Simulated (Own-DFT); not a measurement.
# Composition and what it changes: diamond-structure SiGe

These are calculations, not measurements. They come from Own-DFT, an in-house plane-wave density functional program, since retired, whose code no person has reviewed. Each row is one single-point run on a periodic cell that was not relaxed, without spin or spin-orbit coupling.

Settings of every run: PBE; PseudoDojo norm-conserving scalar-relativistic files; cutoff 42 hartree; 5 x 5 x 5 k mesh centred on Gamma; Fermi-Dirac smearing of 0.1 eV.

Known limits, some of them of some rows only: forces on such cells failed a check on a denser k mesh; forces on such cells moved up to 12 meV/angstrom on a denser k mesh; forces on such cells passed a denser k mesh, each cell not checked; stress not checked against mesh or cutoff.

Each cell has 16 atoms, with Ge and Si placed at random on their shared sites; x is the share of Ge. Lattice constants follow the straight line between measured values of the end members, and atoms start on the ideal sites of that lattice. Every atom was also moved at random, by a Gaussian of width 0.03 Å on each axis. u is the rms move along one axis. dE is the free energy for each Ge or Si site above the straight-line part, a + b x, of the fit below.

| x | cell | u (Å) | volume (Å³/atom) | P (GPa) | dE (meV/site) |
|---|---|---|---|---|---|
| 0.125 | Ge2Si14 | 0.0296 | 20.340 | 2.17 | 5.0 |
| 0.125 | Ge2Si14 | 0.0285 | 20.340 | 2.24 | 10.2 |
| 0.125 | Ge2Si14 | 0.0322 | 20.340 | 2.20 | 4.2 |
| 0.125 | Ge2Si14 | 0.0334 | 20.340 | 2.38 | 16.3 |
| 0.250 | Ge4Si12 | 0.0338 | 20.659 | ? | ? |
| 0.500 | Ge8Si8 | 0.0294 | 21.306 | 2.72 | 17.1 |
| 0.500 | Ge8Si8 | 0.0330 | 21.306 | 2.71 | 16.0 |
| 0.500 | Ge8Si8 | 0.0332 | 21.306 | 2.72 | 18.5 |
| 0.500 | Ge8Si8 | 0.0337 | 21.306 | 2.81 | 26.1 |
| 0.750 | Ge12Si4 | 0.0288 | 21.966 | 3.38 | 15.7 |
| 0.750 | Ge12Si4 | 0.0311 | 21.966 | 3.25 | 12.3 |
| 0.750 | Ge12Si4 | 0.0307 | 21.966 | 3.36 | 15.1 |
| 0.750 | Ge12Si4 | 0.0292 | 21.966 | 3.35 | 16.2 |
| 0.875 | Ge14Si2 | 0.0283 | 22.302 | 3.57 | -0.3 |
| 0.875 | Ge14Si2 | 0.0289 | 22.302 | 3.63 | 8.7 |
| 0.875 | Ge14Si2 | 0.0310 | 22.302 | 3.66 | 9.0 |
| 0.875 | Ge14Si2 | 0.0318 | 22.302 | 3.66 | 11.1 |

## Worked fit

Fit E = a + b x + W x (1 - x) + k (u² - 0.03²) to the rows shown. It gives W = 72 ± 19 meV/site and k = 15 ± 10 eV/Å², with a scatter of 4.2 meV/site. Part of W is bond strain that relaxing the atoms would remove. The pressures follow P = 2.16 + 0.53 x + 1.34 x² GPa, with a scatter of 0.06.

## Withheld member

Question: what pressure and dE should the cell at x = 0.250 give?

The fits give 2.4 GPa and 17 meV/site. The calculation gave 2.49 GPa and 28.8 meV/site.
